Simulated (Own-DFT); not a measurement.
# How strain changes the stress of wurtzite AlN, 72 atoms (Al36N36)

These are calculations, not measurements. The program, named Own-DFT, is a retired in-house plane-wave density functional code that no person has reviewed. Each row is one single-point run on a periodic cell that was not relaxed, without spin or spin-orbit coupling.

Settings of every run: PBE; PseudoDojo norm-conserving scalar-relativistic files; cutoff 42 hartree; 4 x 4 x 3 k mesh centred on Gamma; Gaussian smearing of 0.01 eV.

Known limits: k mesh not checked against a denser one; stress not checked against mesh or cutoff.

Unstrained cell vectors in Å: (9.336, 0.000, 0.000); (-4.668, 8.085, 0.000); (0.000, 0.000, 9.964). The unstrained cell has measured lattice constants (interpolated for alloys), not those of this functional. That, the random moves and any unrelaxed bonds set the pressure at no strain. Each run strains this cell uniformly, with the atoms carried along. Every atom was also moved at random, by a Gaussian of width 0.05 Å on each axis. Strain is the symmetric tensor, in per cent. Stress is positive in tension, and the pressure is minus a third of its trace.

| run | e_xx (%) | e_yy (%) | e_zz (%) | e_yz (%) | e_xz (%) | e_xy (%) | s_xx (GPa) | s_yy (GPa) | s_zz (GPa) | s_yz (GPa) | s_xz (GPa) | s_xy (GPa) | P (GPa) | E (meV/atom) |
|---|---|---|---|---|---|---|---|---|---|---|---|---|---|---|
| 1 | 1.67 | 1.45 | -1.24 | 1.84 | -0.09 | 1.07 | 2.26 | 1.63 | -8.01 | 3.76 | 0.03 | 3.34 | 1.37 | 9.6 |
| 2 | -0.35 | -0.24 | 0.88 | 0.35 | -1.75 | -0.32 | -8.38 | -5.43 | -2.05 | 0.69 | -5.00 | -1.64 | 5.29 | 12.2 |
| 3 | -0.12 | -1.22 | 1.86 | 1.00 | 1.09 | -1.45 | -7.67 | -11.34 | 2.62 | 3.38 | 1.93 | -6.45 | 5.46 | 29.3 |
| 4 | 1.59 | 1.18 | 1.58 | 1.66 | -1.25 | -1.78 | 3.10 | 0.12 | 3.16 | 3.77 | -3.62 | -5.33 | -2.13 | 31.1 |
| 5 | 0.00 | -0.08 | -0.26 | -0.71 | -0.73 | 0.25 | -4.14 | -6.83 | -7.51 | -1.53 | -1.71 | -0.32 | 6.16 | 2.7 |
| 6 | -1.87 | 0.05 | 0.33 | 1.12 | 0.44 | 1.10 | -15.87 | -8.54 | -3.23 | 2.65 | 1.97 | 4.60 | 9.21 | 30.5 |
| 7 | -0.92 | -1.51 | 1.26 | -0.56 | -0.75 | -1.25 | -11.29 | -13.41 | -0.97 | -1.15 | -1.36 | -5.54 | 8.56 | 25.4 |
| 8 | 1.97 | 0.06 | 1.42 | -0.25 | -0.46 | 0.17 | 3.31 | -2.82 | 2.78 | -0.64 | -1.04 | -0.95 | -1.09 | 4.3 |
| 9 | 1.68 | 0.92 | 1.98 | 0.69 | 0.46 | 0.43 | 5.63 | -0.69 | 5.01 | 1.20 | 1.05 | 1.22 | -3.32 | 0.0 |
| 10 | 0.43 | -1.55 | 1.20 | 0.54 | -1.58 | -0.01 | -2.34 | -12.28 | -2.22 | 2.03 | -3.91 | -0.79 | 5.61 | 3.5 |
| 11 | -1.47 | -1.00 | -1.69 | 1.33 | 0.49 | -0.94 | -17.84 | -11.65 | -16.44 | 3.69 | -0.18 | -4.49 | 15.31 | 37.6 |
| 12 | 0.25 | 0.36 | -1.50 | 0.97 | 0.36 | 1.40 | -5.53 | -5.74 | -10.58 | 2.83 | 0.97 | 3.80 | 7.28 | 26.1 |
| 13 | 0.43 | -0.76 | -0.70 | 1.38 | 0.69 | 1.69 | -5.62 | -9.35 | -8.91 | 3.09 | 1.60 | 7.36 | 7.96 | 22.2 |
| 14 | -0.03 | -1.71 | -1.00 | 1.32 | 1.29 | 1.14 | -9.40 | -14.94 | -10.89 | 2.74 | 3.34 | 5.88 | 11.74 | 18.6 |
| 15 | -1.03 | 1.86 | 1.09 | -0.68 | 0.60 | 1.41 | -9.34 | 2.41 | -0.66 | -2.42 | 1.76 | 5.03 | 2.53 | 26.0 |
| 16 | 0.37 | 1.25 | 1.88 | 0.39 | 0.98 | 1.51 | -0.91 | 0.61 | 3.76 | 0.51 | 2.40 | 5.11 | -1.15 | 1.6 |
| 17 | 0.31 | -0.30 | -1.57 | 1.39 | 1.48 | 2.00 | -5.08 | -7.85 | -14.29 | 4.36 | 2.65 | 6.88 | 9.07 | 26.9 |
| 18 | 0.19 | -1.12 | -0.50 | -0.61 | 0.51 | 0.45 | ? | ? | ? | ? | ? | ? | ? | ? |

E is the free energy for each atom above the lowest run shown.

## Worked fit

Each stress component was fitted by least squares to a constant and the strains of the runs shown, as fractions, with shears doubled. Shear strains stay in the fit of a normal stress only where such slopes are resolved. The slopes, in GPa:

```
stress,at no strain,per e_xx,per e_yy,per e_zz,scatter
s_xx,-6.3,521 ± 32,88 ± 32,79 ± 25,1.34
s_yy,-6.2,79 ± 20,451 ± 20,37 ± 16,0.85
s_zz,-5.6,62 ± 27,79 ± 26,457 ± 21,1.10
```

Each shear stress against twice its own strain: yz 119 ± 11, xz 115 ± 10, xy 201 ± 15 GPa. These are stiffnesses along x, y and z of the frame in which the cell vectors are given, which need not be the crystal's axes. The atoms are held to the strained lattice; where symmetry lets them move under strain, relaxing them would lower some slopes. The table should be nearly symmetric about its diagonal, and what it lacks of that shows the noise. A ninth of its sum, 206 ± 4 GPa, estimates the bulk modulus near the mean pressure of these runs, 5.2 GPa, so it lies above the value at zero pressure.

## Withheld run

Question: what normal stresses and pressure should run 18 give?

The fit gives s_xx = -6.7, s_yy = -11.3, s_zz = -8.6 and P = 8.9 GPa. The calculation gave -7.22, -12.31, -7.58 and P = 9.04 GPa.
